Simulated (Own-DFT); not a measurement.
# Stretching a layer in its plane: wurtzite AlGaN with randomly placed atoms, 128 atoms (Al48Ga16N64)

Source: density functional calculations with Own-DFT, an unreviewed in-house program that is no longer used. Nothing was measured or relaxed, and spin and spin-orbit coupling are left out.

Settings: PBE; PseudoDojo norm-conserving scalar-relativistic files (stringent for Ga); cutoff 96 hartree; 3 x 3 x 3 k mesh centred on Gamma; Gaussian smearing of 0.01 eV.

Caveats: k mesh not checked against a denser one; stress not checked against mesh or cutoff.

Unstrained cell vectors in Å: (12.525, 0.000, 0.000); (-6.263, 10.847, 0.000); (0.000, 0.000, 10.066). The unstrained cell has measured lattice constants (interpolated for alloys), not those of this functional. That, the random moves and any unrelaxed bonds set the pressure at no strain. Each run strains x and y alike by e, as a substrate would, and holds the height along z. Each coordinate of each atom was shifted by a normal deviate of width 0.05 Å. The random placing of the alloy's atoms differs from row to row. Stress is positive in tension.

```
e (%),u (Å),(s_xx + s_yy)/2 (GPa),s_zz (GPa)
-2.75,0.052,-24.85,-10.45
-1.75,0.050,?,?
-1.50,0.050,-14.96,-10.09
-1.00,0.048,-11.19,-9.38
0.75,0.050,-1.59,-6.42
1.25,0.047,-0.09,-3.17
1.50,0.051,1.67,-4.69
1.75,0.051,2.71,-4.16
2.50,0.051,6.33,-1.73
2.75,0.049,7.48,-3.29
```

## What the rows give

With e as a fraction, the in-plane stress is -5.8 + 572 e - 3780 e² GPa (errors 11 and 718, scatter 0.57), and s_zz is -6.9 + 165 e GPa (slope ± 19, scatter 1.04). At e = 0 the first slope is C11 + C12 and the second 2 C13, both with the ions held to the strained lattice and at the cell's own pressure. The term in e² is negative: the layer stiffens under compression and softens under tension. A free layer would change its height as e changes, and the in-plane slope would drop by 2 C13²/C33 to the biaxial modulus. At fixed height, a misfit of 1 % moves the in-plane stress by about 5.7 GPa and s_zz by 1.7 GPa.

## Prediction

Question: what are the two stresses at e = -1.75 %?

The fitted form gives -17.0 and -9.8 GPa. The calculation gave -17.06 and -9.51 GPa.
